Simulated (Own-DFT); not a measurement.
Simulation results for Al₃₂O₄₇ (corundum with one vacancy, atoms displaced)

A calculation, not a measurement: plane-wave PBE density functional theory by an unreviewed code, no spin, of a simulated periodic cell, stress positive in tension, free energy of the whole cell less one offset for each atom, defect cell not probed for a lower state with spin; oxygen file: force components 24 meV/angstrom off all-electron in one glass; forces on such cells passed a denser k mesh, this cell's mesh not checked; offsets are fitted by least squares, one for each functional and potential file, so energies compare only between cells with the same atoms and settings and are not formation energies; the far tail of each file's local potential was reset to the Coulomb form; each entry is a single point on an unrelaxed cell, so the pressure reflects the starting lattice, mostly measured values, from which strain is counted, and rises with the displacements; printed positions are rounded, which can move forces by about a meV/angstrom; the program is a retired in-house code; no spin-orbit coupling; before rounding, a Quantum ESPRESSO 7.3.1 run of the same cell and cutoff gave forces within 1 meV/angstrom rms on each cell, which checks the program and not the settings. Program: Own-DFT development build.

Common to all runs: functional PBE; potential files PseudoDojo norm-conserving, scalar-relativistic, standard set; wave cutoff 72 hartree; occupations Fermi-Dirac; smearing width 0.1 eV; k mesh 3 x 3 x 3 centred on Gamma.

```yaml
- entry: 1
  formula: Al32O47
  kind: "corundum with one vacancy, atoms displaced"
  structure:
    cell_angstrom:
      - [5.494, 0.0, 8.6604]
      - [-2.747, 4.7579, 8.6604]
      - [-2.747, -4.7579, 8.6604]
    atoms_fractional:
      - [Al, 0.18259, 0.17308, 0.16943]
      - [Al, 0.32761, 0.31985, 0.32508]
      - [Al, 0.43042, 0.41844, 0.43708]
      - [Al, 0.06751, 0.07878, 0.07634]
      - [O, 0.2744, 0.45818, 0.12772]
      - [O, 0.46863, 0.12765, 0.27259]
      - [O, 0.11946, 0.28707, 0.47213]
      - [O, 0.21079, 0.03443, 0.37761]
      - [O, 0.03015, 0.36961, 0.21511]
      - [O, 0.38116, 0.23004, 0.02279]
      - [Al, 0.17769, 0.17922, 0.67189]
      - [Al, 0.32958, 0.32028, 0.82742]
      - [Al, 0.42893, 0.42858, 0.92487]
      - [Al, 0.06489, 0.08734, 0.56883]
      - [O, 0.27915, 0.46288, 0.63094]
      - [O, 0.47747, 0.11882, 0.77951]
      - [O, 0.13112, 0.27165, 0.97107]
      - [O, 0.2222, 0.03809, 0.87617]
      - [O, 0.03033, 0.38902, 0.71441]
      - [O, 0.37579, 0.22052, 0.52586]
      - [Al, 0.18046, 0.6596, 0.17285]
      - [Al, 0.32453, 0.82268, 0.32194]
      - [Al, 0.42384, 0.92932, 0.42965]
      - [Al, 0.07648, 0.56305, 0.07649]
      - [O, 0.28169, 0.96922, 0.1133]
      - [O, 0.47061, 0.62679, 0.27148]
      - [O, 0.11977, 0.79061, 0.469]
      - [O, 0.22996, 0.52893, 0.37536]
      - [O, 0.03464, 0.87426, 0.2244]
      - [O, 0.36802, 0.72851, 0.02887]
      - [Al, 0.18774, 0.6719, 0.67665]
      - [Al, 0.32624, 0.83704, 0.81421]
      - [Al, 0.4295, 0.92887, 0.92151]
      - [Al, 0.0701, 0.56952, 0.58047]
      - [O, 0.26869, 0.97914, 0.62773]
      - [O, 0.45728, 0.6342, 0.78902]
      - [O, 0.12415, 0.78299, 0.97282]
      - [O, 0.22237, 0.52696, 0.87474]
      - [O, 0.02676, 0.87294, 0.7227]
      - [O, 0.37852, 0.72395, 0.52071]
      - [Al, 0.67341, 0.17929, 0.17649]
      - [Al, 0.83329, 0.33054, 0.31394]
      - [Al, 0.93717, 0.42315, 0.42386]
      - [Al, 0.56208, 0.0775, 0.08029]
      - [O, 0.77459, 0.47963, 0.11928]
      - [O, 0.9741, 0.12911, 0.27306]
      - [O, 0.64068, 0.26657, 0.46849]
      - [O, 0.73415, 0.03251, 0.3595]
      - [O, 0.53346, 0.36167, 0.23031]
      - [Al, 0.6776, 0.17018, 0.67683]
      - [Al, 0.8187, 0.33433, 0.81731]
      - [Al, 0.92799, 0.43028, 0.91398]
      - [Al, 0.57303, 0.08005, 0.5682]
      - [O, 0.78265, 0.4719, 0.61902]
      - [O, 0.97599, 0.13117, 0.77076]
      - [O, 0.63697, 0.26937, 0.97132]
      - [O, 0.71811, 0.01757, 0.87421]
      - [O, 0.52987, 0.37087, 0.71359]
      - [O, 0.86661, 0.22199, 0.52695]
      - [Al, 0.67316, 0.67521, 0.17537]
      - [Al, 0.81725, 0.82759, 0.32092]
      - [Al, 0.92562, 0.92366, 0.42428]
      - [Al, 0.582, 0.55837, 0.07932]
      - [O, 0.77042, 0.97699, 0.13084]
      - [O, 0.96512, 0.63075, 0.27612]
      - [O, 0.63164, 0.7751, 0.47112]
      - [O, 0.71527, 0.51811, 0.38774]
      - [O, 0.53611, 0.86254, 0.23166]
      - [O, 0.87766, 0.73489, 0.02348]
      - [Al, 0.66672, 0.67117, 0.67919]
      - [Al, 0.83126, 0.82003, 0.81668]
      - [Al, 0.92076, 0.91826, 0.93123]
      - [Al, 0.58229, 0.56771, 0.57383]
      - [O, 0.77346, 0.97126, 0.63646]
      - [O, 0.96302, 0.62382, 0.78128]
      - [O, 0.62092, 0.7753, 0.98018]
      - [O, 0.71557, 0.52831, 0.87758]
      - [O, 0.52927, 0.87301, 0.72015]
      - [O, 0.88766, 0.70518, 0.52908]
  results:
    "free_energy_of_cell_above_offsets [eV]": "-52.522"
    "pressure [GPa]": 8.79
    "stress_xx [GPa]": -7.87
    "stress_yy [GPa]": -10.22
    "stress_zz [GPa]": -8.3
    "stress_yz [GPa]": -0.03
    "stress_xz [GPa]": 0.19
    "stress_xy [GPa]": 0.35
    force_element: [Al, Al, Al, Al, O, O, O, O, O, O, Al, Al, Al, Al, O, O, O, O, O, O, Al, Al, Al, Al, O, O, O, O, O, O, Al, Al, Al, Al, O, O, O, O, O, O, Al, Al, Al, Al, O, O, O, O, O, Al, Al, Al, Al, O, O, O, O, O, O, Al, Al, Al, Al, O, O, O, O, O, O, Al, Al, Al, Al, O, O, O, O, O, O]
    "force_x [eV/angstrom]": [-0.222, -0.507, 0.04, 0.005, -0.36, -0.657, 1.566, 1.517, -0.616, -0.717, -1.469, 0.046, 0.322, 0.041, -0.374, -0.741, -0.458, 0.848, 0.489, 0.164, -1.363, -0.229, 0.218, -1.017, -1.177, -0.048, 0.97, 0.278, -0.144, 1.45, -1.141, -2.243, 0.265, 1.374, 1.439, 2.586, 0.458, 0.323, 0.648, -0.055, 2.727, -0.639, -2.11, 2.959, 1.153, -0.115, -1.76, -1.748, -0.963, 0.237, 1.415, -0.05, 1.257, -1.177, -1.035, -1.757, -1.188, -0.881, 1.465, 0.221, 1.602, 0.251, -2.314, 0.764, 1.321, -1.711, 1.577, -1.458, 0.173, 0.785, -1.436, 0.083, -0.82, 1.67, 1.04, 0.957, 0.541, 0.181, -2.729]
    "force_y [eV/angstrom]": [-0.613, 0.336, 1.586, 0.053, 0.019, -0.814, -0.274, 0.462, 0.375, -0.696, -1.104, 0.089, -0.1, -2.007, 0.569, 1.377, 1.169, 1.126, -3.271, -0.241, 1.864, 0.422, -0.438, 1.901, -1.193, -1.673, -1.699, -0.183, -0.33, -0.936, 1.215, -1.84, -1.38, 3.231, 0.736, -0.163, -0.228, -0.247, 0.522, -1.081, 0.435, -1.35, 1.111, -0.596, -1.024, -0.363, 0.738, -2.096, 1.175, -0.224, -1.908, -2.3, -1.202, -0.445, -0.339, 1.299, -0.004, 0.198, 0.305, 0.391, 0.108, 0.18, 1.597, 0.567, -0.96, -0.51, 2.127, 1.627, -3.3, 1.014, -0.787, 1.76, 0.506, 1.455, 0.599, 0.863, 0.386, 0.972, 1.453]
    "force_z [eV/angstrom]": [-0.992, 0.682, -0.208, -0.797, 1.511, 0.451, 0.378, 0.501, 1.537, -1.303, 0.745, -1.204, -0.314, -0.682, 0.745, 0.122, 0.767, -1.766, -2.665, 0.034, 2.83, -0.763, -1.055, -0.008, 3.05, 0.399, 0.373, -1.494, -1.441, -0.585, -1.053, 0.777, -0.649, 1.931, -0.303, -1.424, -0.548, 0.232, 0.551, 0.861, -0.211, -1.401, -1.346, -0.137, 0.57, -0.105, -1.09, 0.36, 0.122, -0.33, 0.678, 0.274, 0.396, 0.022, -0.317, -0.979, 2.424, 1.84, 1.989, 0.203, 1.806, 0.476, 0.26, -1.02, -0.675, -0.616, -0.388, 0.246, -2.131, 2.251, 0.462, 1.743, -1.224, -2.56, 0.979, -0.137, -0.809, 0.096, -0.946]
- entry: 2
  formula: Al32O47
  kind: "corundum with one vacancy, atoms displaced"
  structure:
    cell_angstrom:
      - [5.494, 0.0, 8.6604]
      - [-2.747, 4.7579, 8.6604]
      - [-2.747, -4.7579, 8.6604]
    atoms_fractional:
      - [Al, 0.1823, 0.17796, 0.17004]
      - [Al, 0.32271, 0.3219, 0.32359]
      - [Al, 0.42174, 0.42926, 0.42987]
      - [Al, 0.07501, 0.06233, 0.08133]
      - [O, 0.47207, 0.12424, 0.28103]
      - [O, 0.11939, 0.27246, 0.48525]
      - [O, 0.20964, 0.03214, 0.39314]
      - [O, 0.03418, 0.38052, 0.2043]
      - [O, 0.37266, 0.22382, 0.0321]
      - [Al, 0.18141, 0.1853, 0.66715]
      - [Al, 0.31693, 0.3273, 0.82395]
      - [Al, 0.42711, 0.41962, 0.93424]
      - [Al, 0.06464, 0.0691, 0.59091]
      - [O, 0.27309, 0.488, 0.62094]
      - [O, 0.46328, 0.12806, 0.78802]
      - [O, 0.12895, 0.27739, 0.96526]
      - [O, 0.22428, 0.02759, 0.88038]
      - [O, 0.03147, 0.37864, 0.71706]
      - [O, 0.37204, 0.22237, 0.53326]
      - [Al, 0.16252, 0.68386, 0.18879]
      - [Al, 0.31815, 0.81971, 0.33542]
      - [Al, 0.42673, 0.92049, 0.42966]
      - [Al, 0.06862, 0.5833, 0.08179]
      - [O, 0.26695, 0.96644, 0.12483]
      - [O, 0.4748, 0.62057, 0.27985]
      - [O, 0.1288, 0.7813, 0.47112]
      - [O, 0.22134, 0.52802, 0.37843]
      - [O, 0.03265, 0.87108, 0.22521]
      - [O, 0.37843, 0.72974, 0.01911]
      - [Al, 0.18943, 0.67297, 0.67269]
      - [Al, 0.33508, 0.8183, 0.82277]
      - [Al, 0.42247, 0.91468, 0.92868]
      - [Al, 0.08156, 0.57745, 0.5757]
      - [O, 0.27437, 0.96809, 0.63398]
      - [O, 0.47735, 0.62824, 0.77047]
      - [O, 0.12366, 0.7693, 0.98024]
      - [O, 0.22903, 0.52579, 0.86945]
      - [O, 0.03663, 0.87516, 0.71347]
      - [O, 0.37839, 0.72782, 0.5234]
      - [Al, 0.6773, 0.18354, 0.1785]
      - [Al, 0.81813, 0.33293, 0.32484]
      - [Al, 0.92353, 0.43834, 0.4214]
      - [Al, 0.58381, 0.07451, 0.06618]
      - [O, 0.78584, 0.47223, 0.12708]
      - [O, 0.97374, 0.11781, 0.29064]
      - [O, 0.61986, 0.27742, 0.48079]
      - [O, 0.72945, 0.01585, 0.38137]
      - [O, 0.52566, 0.3799, 0.21819]
      - [O, 0.87428, 0.21181, 0.03408]
      - [Al, 0.67355, 0.18188, 0.67635]
      - [Al, 0.82509, 0.32318, 0.82642]
      - [Al, 0.92361, 0.41999, 0.93877]
      - [Al, 0.57247, 0.06728, 0.57603]
      - [O, 0.78305, 0.46831, 0.62962]
      - [O, 0.97663, 0.12726, 0.77517]
      - [O, 0.62488, 0.27698, 0.97483]
      - [O, 0.72511, 0.01679, 0.88014]
      - [O, 0.51721, 0.3749, 0.73029]
      - [O, 0.86802, 0.22201, 0.52441]
      - [Al, 0.66138, 0.67693, 0.19083]
      - [Al, 0.82663, 0.83023, 0.32957]
      - [Al, 0.92029, 0.93683, 0.43298]
      - [Al, 0.57395, 0.56085, 0.08169]
      - [O, 0.77972, 0.96933, 0.1243]
      - [O, 0.96352, 0.62843, 0.28748]
      - [O, 0.61729, 0.78195, 0.46843]
      - [O, 0.7154, 0.52807, 0.38534]
      - [O, 0.53436, 0.86795, 0.22119]
      - [O, 0.87207, 0.73035, 0.02733]
      - [Al, 0.6751, 0.68037, 0.66696]
      - [Al, 0.83161, 0.82464, 0.81466]
      - [Al, 0.9282, 0.9231, 0.93163]
      - [Al, 0.57645, 0.56314, 0.58139]
      - [O, 0.7745, 0.97568, 0.62334]
      - [O, 0.97927, 0.61896, 0.7747]
      - [O, 0.62071, 0.77755, 0.97137]
      - [O, 0.71744, 0.53185, 0.87829]
      - [O, 0.51865, 0.87626, 0.72676]
      - [O, 0.87422, 0.71705, 0.53098]
  results:
    "free_energy_of_cell_above_offsets [eV]": "-52.883"
    "pressure [GPa]": 9.3
    "stress_xx [GPa]": -10.34
    "stress_yy [GPa]": -9.08
    "stress_zz [GPa]": -8.48
    "stress_yz [GPa]": -1.79
    "stress_xz [GPa]": 0.75
    "stress_xy [GPa]": -0.72
    force_element: [Al, Al, Al, Al, O, O, O, O, O, Al, Al, Al, Al, O, O, O, O, O, O, Al, Al, Al, Al, O, O, O, O, O, O, Al, Al, Al, Al, O, O, O, O, O, O, Al, Al, Al, Al, O, O, O, O, O, O, Al, Al, Al, Al, O, O, O, O, O, O, Al, Al, Al, Al, O, O, O, O, O, O, Al, Al, Al, Al, O, O, O, O, O, O]
    "force_x [eV/angstrom]": [-0.873, -0.683, 0.32, 0.202, 0.454, 0.324, 2.315, -1.527, 0.998, -1.237, 0.497, -1.562, 0.705, 2.098, 1.275, -1.19, -0.39, -0.518, 1.489, 3.2, 0.834, -1.622, 1.386, 0.427, -0.608, -1.388, 0.141, -1.823, -0.565, -1.654, -2.008, -0.345, -1.52, 0.638, -0.036, 0.459, -1.199, -0.956, 0.422, -0.155, 1.23, 0.803, -0.979, -1.013, -0.253, 0.015, -1.485, 0.009, 0.299, -0.58, 0.472, 1.091, -1.032, -0.456, -1.271, 0.523, -0.032, 1.424, 0.307, 2.638, -0.338, 1.609, -0.411, -0.492, 0.585, 1.939, 1.112, -2.506, 0.482, -0.117, -0.92, 0.081, -1.214, -0.538, -1.367, 0.839, 0.962, 2.018, 0.239]
    "force_y [eV/angstrom]": [-1.432, 0.764, -0.663, 1.572, -0.102, 2.187, 1.496, -0.861, -0.48, -2.511, -0.139, 0.603, 2.37, -1.068, 0.093, -0.994, 0.977, -0.731, 1.2, -0.295, 2.463, 1.253, 0.245, -1.276, -0.236, -0.467, 0.226, -0.147, -3.323, -0.035, 0.233, 1.321, -0.365, 0.178, -1.324, 0.745, -0.335, -1.927, -1.264, -1.276, -1.613, -2.592, -1.416, -0.161, 2.345, 1.156, 1.742, -2.053, 0.793, -1.247, 0.404, 1.851, -0.125, 0.777, -1.436, 0.187, 2.119, 0.472, -0.074, 1.673, -0.083, -1.019, 3.649, -0.355, 0.809, -0.835, 0.571, 1.236, -1.244, -1.229, -1.715, 0.418, 0.498, -0.941, 0.142, -0.376, -0.668, 1.12, 0.546]
    "force_z [eV/angstrom]": [-0.329, -0.891, -0.107, 0.766, 0.297, -0.249, -1.43, 1.203, 0.306, -0.722, 0.46, -0.131, 0.616, -0.438, -0.669, -0.103, -1.694, 0.221, 0.643, -0.778, 0.263, 0.03, -1.917, 2.886, -0.125, -1.213, 0.161, -0.07, -1.609, 0.448, -1.114, 2.835, -1.431, 0.321, -0.55, 1.222, 0.92, -0.744, -0.613, -2.07, 0.142, -0.412, -0.275, -0.972, -0.185, -0.888, 0.264, -0.125, 1.285, -0.928, 0.385, -0.32, 1.343, -1.114, -0.421, 0.173, 0.152, 0.63, 1.742, -0.543, -2.11, -0.422, 1.474, 1.27, 0.244, 1.973, -0.521, 0.766, -0.387, 0.632, 0.012, -0.548, 0.654, 0.313, 0.816, 0.658, -0.411, 0.19, 0.864]
```
